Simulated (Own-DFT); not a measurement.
# Computed records: Si$_{23}$GeO$_{48}$ (quartz with substituted atoms, atoms displaced)

All values are calculated (Own-DFT development build). A calculation, not a measurement: plane-wave PBE and HSE06 DFT by an unreviewed code, no spin, of a simulated cell at Gamma alone, so results move with cell size and shape, stress positive in tension, energies less offsets, not probed for a lower state with spin; oxygen file: force components 24 meV/angstrom off all-electron in a glass; k mesh not checked against a denser one; forces and stress are PBE's, HSE06 gives the energy alone, and its difference from PBE has offsets of its own; offsets are fitted by least squares, one for each functional and potential file, so energies compare only between cells with the same atoms and settings and are not formation energies; the far tail of each file's local potential was reset to the Coulomb form; each entry is a single point on an unrelaxed cell, so the pressure reflects the starting lattice, mostly measured values (interpolated for alloys), from which strain is counted, and rises with the displacements; printed positions are rounded, which can move forces by about a meV/angstrom; the program, named Own-DFT, is a retired in-house code; no spin-orbit coupling.

Settings shared by all entries: first functional PBE; second functional HSE06; exact exchange share 0.25; screening 0.11 1/bohr; exchange divergence Gygi-Baldereschi; potential files PseudoDojo norm-conserving, scalar-relativistic, made for PBE, standard set; wave cutoff 48 hartree; occupations fixed; k mesh 1 x 1 x 1 centred on Gamma.

(1) Si$_{23}$GeO$_{48}$ (quartz with substituted atoms, atoms displaced)

```
cell vectors (Å)
   9.8268     0.0000     0.0000
  -4.9134     8.5103     0.0000
   0.0000     0.0000    10.8104
atoms (fractions of the cell vectors)
Si  0.24154  0.00209  0.00119
Si  0.99452  0.23241  0.33757
Si  0.26842  0.27408  0.16518
O   0.20752  0.13615  0.05433
O   0.42822  0.29789  0.22486
O   0.36341  0.07440  0.39383
O   0.07798  0.37872  0.43821
O   0.13839  0.20653  0.27509
O   0.29851  0.42610  0.10819
Ge  0.23583  0.00130  0.49389
Si  0.99889  0.23943  0.83208
Si  0.25778  0.26569  0.66591
O   0.19710  0.12915  0.57138
O   0.41790  0.28752  0.72545
O   0.36531  0.07330  0.89387
O   0.07525  0.36672  0.93725
O   0.12743  0.20180  0.76552
O   0.28834  0.42102  0.60404
Si  0.24061  0.50043  0.00149
Si  0.00007  0.73419  0.33989
Si  0.26153  0.76405  0.16956
O   0.20347  0.62363  0.06554
O   0.43065  0.78990  0.22948
O   0.36606  0.57454  0.39427
O   0.07623  0.86877  0.44127
O   0.13780  0.71053  0.27550
O   0.28754  0.91918  0.09576
Si  0.22442  0.49484  0.50081
Si  0.99927  0.73724  0.83157
Si  0.26052  0.77006  0.66700
O   0.20945  0.63462  0.55528
O   0.42281  0.78177  0.73602
O   0.36947  0.56801  0.89336
O   0.06842  0.86731  0.94193
O   0.14165  0.70300  0.77560
O   0.28560  0.91385  0.61152
Si  0.73736  0.00125  0.99925
Si  0.50052  0.23588  0.33223
Si  0.76410  0.26587  0.16803
O   0.69950  0.13414  0.07017
O   0.93107  0.29921  0.22619
O   0.87252  0.07697  0.39831
O   0.57943  0.36039  0.44729
O   0.63036  0.20560  0.28014
O   0.79769  0.42324  0.10235
Si  0.72179  0.99005  0.50002
Si  0.50043  0.23594  0.82856
Si  0.75598  0.26127  0.66671
O   0.70845  0.13931  0.56189
O   0.92180  0.28277  0.72863
O   0.85905  0.06314  0.88905
O   0.58440  0.37017  0.93834
O   0.62745  0.20641  0.76631
O   0.79197  0.42500  0.60631
Si  0.73757  0.50014  0.00108
Si  0.48556  0.72773  0.32983
Si  0.76133  0.75904  0.17212
O   0.71090  0.62756  0.06244
O   0.91655  0.78138  0.21905
O   0.87018  0.57603  0.38084
O   0.56916  0.86802  0.43149
O   0.63564  0.70518  0.26881
O   0.78804  0.92222  0.10517
Si  0.73398  0.49977  0.50376
Si  0.49908  0.73175  0.83492
Si  0.76487  0.76158  0.67307
O   0.71641  0.64072  0.55785
O   0.92270  0.79175  0.72585
O   0.85316  0.56098  0.89628
O   0.57850  0.86708  0.94464
O   0.62566  0.70334  0.77316
O   0.78669  0.92617  0.60272
```

The calculation gives: PBE energy of cell above offsets -15.836 eV; HSE06 less PBE above offsets -0.503 eV; PBE pressure 13.3 GPa; PBE stress xx -12.52 GPa; PBE stress yy -13.51 GPa; PBE stress zz -13.87 GPa; PBE stress yz 2.97 GPa; PBE stress xz -0.79 GPa; PBE stress xy -1.91 GPa.

Force:
```
element  x (eV/Å)  y (eV/Å)  z (eV/Å)
     Si    -4.588     0.888    -2.556
     Si      2.13     2.449    -2.136
     Si     0.997    -5.526     1.026
      O     0.033     0.918     1.205
      O     1.344    -0.035     0.888
      O     5.805      3.87    -6.927
      O    -3.694    -4.996        -3
      O    -1.626     0.222     0.875
      O    -1.416     3.969    -1.757
     Ge    -1.269     1.935     8.745
     Si      2.36    -3.617      1.35
     Si     1.892    -0.015     0.926
      O    -0.427    -1.283    -2.099
      O     0.702     0.731     0.064
      O     1.508     0.979    -1.673
      O     0.429     1.118     1.435
      O    -2.501    -0.389     2.987
      O    -0.618     2.196     -0.84
     Si    -0.586    -0.937    -0.857
     Si    -0.106     3.026    -4.733
     Si     2.209    -0.093    -1.929
      O     -0.54     1.275     0.713
      O    -5.714     2.221    -5.809
      O    -0.787     -2.57     1.282
      O    -5.134    -5.671    -2.572
      O    -1.099    -0.046     1.492
      O     3.015    -2.085     3.922
     Si      4.71     3.731     1.464
     Si     1.429    -2.259     2.512
     Si     6.616    -7.659     2.006
      O    -1.261     1.914     1.589
      O    -3.894     1.601     -3.83
      O     -0.03    -0.627     0.606
      O     0.511    -0.122    -0.609
      O    -4.247    -0.788      2.66
      O    -1.846     7.314    -2.741
     Si    -0.895     0.807     2.262
     Si    -1.518      1.13     0.668
     Si     0.256      0.96     2.131
      O     1.321     -3.45    -3.165
      O     0.102    -0.376     0.618
      O    -1.624    -2.496     1.515
      O    -1.532    -0.881    -0.977
      O     2.302     -0.06    -1.363
      O     0.116     0.597     0.883
     Si     0.624     3.449    -0.583
     Si    -1.883     0.594     2.559
     Si     3.442     1.886     0.202
      O     0.417     -3.23    -2.902
      O    -3.629     1.401     -2.93
      O     1.229     2.485    -1.145
      O    -2.294    -3.097     -1.71
      O    -0.326     -1.25     1.456
      O     0.721     0.853     0.748
     Si    -1.005    -1.425     2.961
     Si     6.884    -0.219     2.844
     Si    -0.542     1.514     -5.66
      O    -1.906     1.456     0.754
      O     5.695     1.084     3.533
      O    -2.706    -5.131     4.195
      O    -0.816     -0.43      0.08
      O    -5.271    -1.618     4.697
      O     0.832    -0.303     1.046
     Si     1.675     1.123    -2.323
     Si      0.09     0.835     3.411
     Si    -3.907     1.376    -2.444
      O    -0.427    -0.127     0.036
      O     2.551     0.613     0.785
      O     4.721     5.065    -5.906
      O    -1.746    -2.047    -1.379
      O     3.059     -0.49    -1.063
      O     1.681    -2.239     2.478
```

(2) Si$_{23}$GeO$_{48}$ (quartz with substituted atoms, atoms displaced)

```
cell vectors (Å)
   9.8268     0.0000     0.0000
  -4.9134     8.5103     0.0000
   0.0000     0.0000    10.8104
atoms (fractions of the cell vectors)
Si  0.23331  0.99696  0.99319
Si  0.00542  0.23188  0.33605
Si  0.26117  0.27486  0.16461
O   0.20172  0.13311  0.04937
O   0.42372  0.29071  0.22110
O   0.36526  0.07648  0.39201
O   0.07634  0.36397  0.43815
O   0.13683  0.22656  0.27356
O   0.29657  0.43221  0.10159
Si  0.23847  0.00865  0.49708
Si  0.00341  0.23603  0.83316
Si  0.26117  0.26145  0.66891
O   0.20589  0.13599  0.56213
O   0.41809  0.29568  0.72082
O   0.35050  0.06174  0.89962
O   0.07776  0.37236  0.93655
O   0.13120  0.20577  0.77689
O   0.29604  0.43003  0.60201
Si  0.23440  0.50402  0.99845
Si  0.00212  0.73834  0.33500
Si  0.26189  0.76437  0.16086
O   0.20762  0.64116  0.06127
O   0.41652  0.78266  0.23048
O   0.36642  0.57589  0.39834
O   0.07696  0.86197  0.44173
O   0.13799  0.70357  0.27435
O   0.29829  0.91523  0.10648
Si  0.22977  0.49508  0.49503
Si  0.00430  0.74007  0.83579
Ge  0.25816  0.76016  0.65801
O   0.20187  0.61826  0.56006
O   0.42558  0.79071  0.72230
O   0.36878  0.57245  0.88747
O   0.07932  0.86103  0.94598
O   0.14127  0.70668  0.77072
O   0.29792  0.93033  0.60948
Si  0.72817  0.99201  0.00569
Si  0.49601  0.23014  0.32806
Si  0.76763  0.27018  0.16914
O   0.71358  0.13976  0.06105
O   0.92393  0.29201  0.21981
O   0.86846  0.07643  0.39763
O   0.57275  0.36768  0.44077
O   0.61972  0.19886  0.27333
O   0.80165  0.43076  0.11696
Si  0.73466  0.00239  0.49521
Si  0.49961  0.23383  0.83773
Si  0.76235  0.26196  0.66327
O   0.69389  0.12451  0.55201
O   0.92696  0.29294  0.71820
O   0.87129  0.07431  0.88415
O   0.57256  0.37200  0.93347
O   0.63798  0.20532  0.77748
O   0.79826  0.42955  0.61098
Si  0.72971  0.49878  0.99953
Si  0.49331  0.73169  0.32891
Si  0.76516  0.75752  0.15701
O   0.70982  0.62943  0.05261
O   0.93338  0.79857  0.22206
O   0.86758  0.56416  0.39221
O   0.57788  0.86381  0.43948
O   0.63351  0.69820  0.27340
O   0.80250  0.93632  0.11055
Si  0.74195  0.50061  0.49796
Si  0.49682  0.74452  0.83323
Si  0.77859  0.76833  0.66806
O   0.70090  0.63276  0.56139
O   0.93444  0.80036  0.72832
O   0.85935  0.57026  0.89358
O   0.56832  0.86069  0.94812
O   0.63728  0.71000  0.77659
O   0.79043  0.92011  0.60355
```

Results for Si$_{23}$GeO$_{48}$ (quartz with substituted atoms, atoms displaced): PBE energy of cell above offsets -15.641 eV; HSE06 less PBE above offsets -0.164 eV; PBE pressure 10.87 GPa; PBE stress xx -10.65 GPa; PBE stress yy -12.07 GPa; PBE stress zz -9.9 GPa; PBE stress yz -1.23 GPa; PBE stress xz 2.04 GPa; PBE stress xy -1.33 GPa.

Force:
```
element  x (eV/Å)  y (eV/Å)  z (eV/Å)
     Si    -3.121    -1.223     10.92
     Si    -7.183     1.054    -0.079
     Si     2.918    -3.032    -1.621
      O    -0.324     1.268     2.151
      O    -1.065     0.194    -0.458
      O    -0.156    -1.068    -0.316
      O    -2.047    -1.296    -0.328
      O     5.109    -1.326    -2.284
      O     0.022      1.04     0.307
     Si     0.333     -1.95     2.395
     Si    -2.739     1.147    -0.991
     Si    -3.803     2.793    -1.549
      O    -0.364    -1.647    -1.665
      O     6.336    -0.509      4.23
      O     7.877     6.616    -9.022
      O    -0.977     -0.44     0.105
      O     2.205     -0.39    -1.002
      O     0.574    -2.038      1.29
     Si      0.26     1.834     -1.42
     Si     1.181    -2.646    -2.215
     Si     1.487    -2.516     6.355
      O     0.924    -4.798    -4.312
      O    -0.858     1.222    -2.327
      O     0.919     0.015    -1.689
      O    -0.318     1.482     1.317
      O    -2.009     0.087      0.96
      O    -3.608     7.936     -4.15
     Si     2.798    -0.059     1.653
     Si     1.307    -3.209    -0.867
     Ge     3.199      0.31    -1.452
      O    -2.192    -1.153    -2.414
      O     2.485     1.504     0.686
      O    -0.969    -0.073     1.193
      O    -2.608    -2.601    -0.731
      O    -6.849      -2.2     7.312
      O    -2.686     6.073    -3.476
     Si     1.244     4.085    -2.177
     Si    -2.257     3.542     2.236
     Si    -1.604    -2.961     0.816
      O    -0.285    -1.314    -1.057
      O     3.895    -0.363     3.322
      O     1.769      0.56    -1.957
      O     0.207    -0.847    -0.914
      O     4.769    -0.185    -2.526
      O    -3.027     3.069    -3.059
     Si     0.725    -2.883     2.537
     Si    -1.306     -1.78    -3.396
     Si     0.533    -0.802    -0.511
      O    -1.193     2.604      1.95
      O     1.243    -0.291     1.009
      O    -2.417    -2.901     3.066
      O    -0.691    -0.359      1.24
      O    -1.813    -0.324     0.683
      O    -0.424     0.293    -0.592
     Si     4.584    -3.168     0.101
     Si     3.611    -0.217     2.669
     Si    -0.996     2.347     3.846
      O    -2.976      2.83     1.278
      O    -0.296     -0.52     0.061
      O     1.348     2.176    -1.738
      O    -1.111    -1.149     -1.49
      O    -0.101     0.501    -1.421
      O     0.909     -2.18     0.631
     Si    -3.296    -0.489     1.936
     Si     3.191    -2.706    -1.505
     Si    -5.411    -1.365    -0.589
      O      2.05    -0.936    -0.563
      O     2.525     0.652      0.89
      O     1.608     1.657    -1.404
      O    -0.735     0.409     0.583
      O    -0.119     0.834     0.193
      O    -0.214     1.781    -0.656
```
